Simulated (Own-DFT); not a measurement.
# Which defects push the lattice out? C40 NbSi2

The numbers are computed, not measured, by runs of the plane-wave DFT program Own-DFT (in-house, retired, unreviewed) at fixed positions, with no spin and no spin-orbit coupling.

Settings: PBEsol; PseudoDojo norm-conserving scalar-relativistic files, made for PBE; cutoff 42 hartree; 4 x 4 x 5 k mesh centred on Gamma; cold (Marzari-Vanderbilt) smearing of 0.2 eV.

Limits: forces on such cells failed a check on a denser k mesh; stress not checked against mesh or cutoff.

All runs share one cell, with vectors in Å (0.000, 8.324, 0.000); (-9.613, 0.000, 0.000); (0.000, 0.000, 6.586) and a volume of 527.0 Å³. The atoms are randomly displaced, by u rms on each axis. The defect's site can differ from row to row.

```
cell,formula,u (Å),P (GPa)
no defect,Nb12Si24,0.0189,-2.15
no defect,Nb12Si24,0.0219,-2.14
no defect,Nb12Si24,0.0477,-1.16
two Si on a Nb site each,Nb10Si26,0.0303,-1.69
two Si on a Nb site each,Nb10Si26,0.0317,-1.62
two Si on a Nb site each,Nb10Si26,0.0518,-1.08
two Nb vacancies,Nb10Si24,0.0322,-3.02
two Nb vacancies,Nb10Si24,0.0451,-2.38
two Nb vacancies,Nb10Si24,0.0514,-2.69
one Si vacancy,Nb12Si23,0.0316,?
one Si vacancy,Nb12Si23,0.0323,-2.53
one Si vacancy,Nb12Si23,0.0497,-1.91
one Si vacancy,Nb12Si23,0.0499,-1.48
two Nb on a Si site each,Nb14Si22,0.0338,3.85
two Nb on a Si site each,Nb14Si22,0.0458,4.16
two Nb on a Si site each,Nb14Si22,0.0502,4.22
```

## What the rows give

P = P0 + c u² + a shift for each defect gives P0 = -2.24 GPa, c = 412 ± 70 GPa/Å² and a scatter of 0.20 GPa. The shifts, and each times the cell's volume:

- two Nb on a Si site each: 5.53 ± 0.17 GPa, 18.2 eV (9.1 eV for each of its 2 sites)
- two Si on a Nb site each: 0.15 ± 0.16 GPa, 0.5 eV (0.2 eV for each of its 2 sites) (not resolved)
- one Si vacancy: -0.56 ± 0.17 GPa, -1.8 eV
- two Nb vacancies: -1.24 ± 0.17 GPa, -4.1 eV (-2.0 eV for each of its 2 sites)

Against the defect-free cell, a freed cell would be larger where the shift is positive and smaller where it is negative (160.2 GPa Å³ is 1 eV). The atoms around the defects weren't relaxed, which would change these numbers.

## The run left out

Question: what pressure belongs in the blank (one Si vacancy, u = 0.0316 Å)?

The fit gives -2.39 ± 0.24 GPa. The run itself gave -2.54 GPa.
